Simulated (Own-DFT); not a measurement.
# Strain and stress in wurtzite AlGaN with randomly placed atoms, 72 atoms (Al9Ga27N36)

These are calculations, not measurements. They come from Own-DFT, an in-house plane-wave density functional program, since retired, whose code no person has reviewed. Each row is one single-point run on a periodic cell that was not relaxed, without spin or spin-orbit coupling.

Settings of every run: PBE; PseudoDojo norm-conserving scalar-relativistic files; cutoff 42 hartree; 4 x 4 x 3 k mesh centred on Gamma; Fermi-Dirac smearing of 0.1 eV.

Known limits: forces on such cells passed a denser k mesh, each cell not checked; stress not checked against mesh or cutoff.

Unstrained cell vectors in Å: (9.509, 0.000, 0.000); (-4.755, 8.235, 0.000); (0.000, 0.000, 10.268). The unstrained cell has measured lattice constants (interpolated for alloys), not those of this functional. That, the random moves and any unrelaxed bonds set the pressure at no strain. Each run strains this cell uniformly, with the atoms carried along. Every atom was also moved at random, by a Gaussian of width 0.05 Å on each axis. The random placing of the alloy's atoms differs from row to row. Strain is the symmetric tensor, in per cent. Stress is positive in tension, and the pressure is minus a third of its trace.

```
run,e_xx (%),e_yy (%),e_zz (%),s_xx (GPa),s_yy (GPa),s_zz (GPa),P (GPa),E (meV/atom)
1,-2.50,-2.50,0.00,-22.24,-23.82,-12.09,19.38,60.4
2,0.75,0.75,0.00,-2.84,-2.17,-8.44,4.48,0.0
3,-1.50,-1.50,0.00,-17.04,-14.59,-11.06,14.23,37.0
4,2.75,2.75,0.00,5.71,5.55,-3.86,-2.47,1.4
5,-0.75,-0.75,0.00,-10.40,-11.11,-8.92,10.14,2.6
6,0.50,0.50,0.00,-4.15,-6.04,-5.69,5.29,2.8
7,1.00,1.00,0.00,-3.06,-2.97,-6.05,4.03,17.2
8,3.00,3.00,0.00,5.75,6.44,-2.75,-3.15,11.9
9,-1.00,-1.00,0.00,?,?,?,?,?
```

E is the free energy for each atom above the lowest run shown.

## Worked fit

The change of volume is close to e_xx + e_yy + e_zz. A straight line through the runs shown gives P = 8.18 - 200 x (fractional change of volume) GPa, with an error of 9 on the slope and a scatter of 0.92 GPa. The strain isn't the same on all axes and the cell isn't cubic, so the slope belongs to this path and is not the bulk modulus.

## Withheld run

Question: what pressure should run 9 give? Its volume changes by -1.99 %.

The line gives 12.2 GPa. The calculation gave 11.78 GPa.
